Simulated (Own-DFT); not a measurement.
# Response to strain: wurtzite AlGaN with randomly placed atoms, 72 atoms (Al27Ga9N36)

Calculated results; nothing here was measured. The program, named Own-DFT, is a retired in-house plane-wave density functional code that no person has reviewed. Each row is one single-point run on a periodic cell that was not relaxed, without spin or spin-orbit coupling.

Settings of every run: PBE; PseudoDojo norm-conserving scalar-relativistic files (stringent for Ga); cutoff 96 hartree; 4 x 4 x 3 k mesh centred on Gamma; Gaussian smearing of 0.01 eV.

Known limits: forces on such cells passed a denser k mesh, each cell not checked; stress not checked against mesh or cutoff.

Unstrained cell vectors in Å: (9.394, 0.000, 0.000); (-4.697, 8.135, 0.000); (0.000, 0.000, 10.066). The unstrained cell has measured lattice constants (interpolated for alloys), not those of this functional. That, the random moves and any unrelaxed bonds set the pressure at no strain. Each run strains this cell uniformly, with the atoms carried along. Every atom was also moved at random, by a Gaussian of width 0.05 Å on each axis. The random placing of the alloy's atoms differs from row to row. Strain is the symmetric tensor, in per cent. Stress is positive in tension, and the pressure is minus a third of its trace.

| run | e_xx (%) | e_yy (%) | e_zz (%) | s_xx (GPa) | s_yy (GPa) | s_zz (GPa) | P (GPa) | E (meV/atom) |
|---|---|---|---|---|---|---|---|---|
| 1 | 0.00 | 0.00 | -1.75 | -5.19 | -7.47 | -17.08 | 9.92 | 13.6 |
| 2 | 0.00 | 0.00 | -1.00 | -7.86 | -5.60 | -10.44 | 7.97 | 0.0 |
| 3 | 0.00 | 0.00 | -1.25 | -6.65 | -8.79 | -12.89 | 9.45 | 22.9 |
| 4 | 0.00 | 0.00 | -0.50 | -5.71 | -7.90 | -10.02 | 7.88 | 28.0 |
| 5 | 0.00 | 0.00 | 1.50 | -5.38 | -5.65 | 0.09 | 3.65 | 11.5 |
| 6 | 0.00 | 0.00 | 0.25 | -6.29 | -6.03 | -4.61 | 5.64 | 2.5 |
| 7 | 0.00 | 0.00 | -0.75 | -6.46 | -8.87 | -9.05 | 8.13 | 20.7 |
| 8 | 0.00 | 0.00 | 2.25 | -4.11 | -4.24 | 2.15 | 2.07 | 5.0 |
| 9 | 0.00 | 0.00 | -1.50 | ? | ? | ? | ? | ? |

E is the free energy for each atom above the lowest run shown.

## Worked fit

The change of volume is close to e_xx + e_yy + e_zz. A straight line through the runs shown gives P = 6.53 - 199 x (fractional change of volume) GPa, with an error of 10 on the slope and a scatter of 0.36 GPa. The strain isn't the same on all axes and the cell isn't cubic, so the slope belongs to this path and is not the bulk modulus.

## Withheld run

Question: what pressure should run 9 give? Its volume changes by -1.50 %.

The line gives 9.5 GPa. The calculation gave 9.59 GPa.
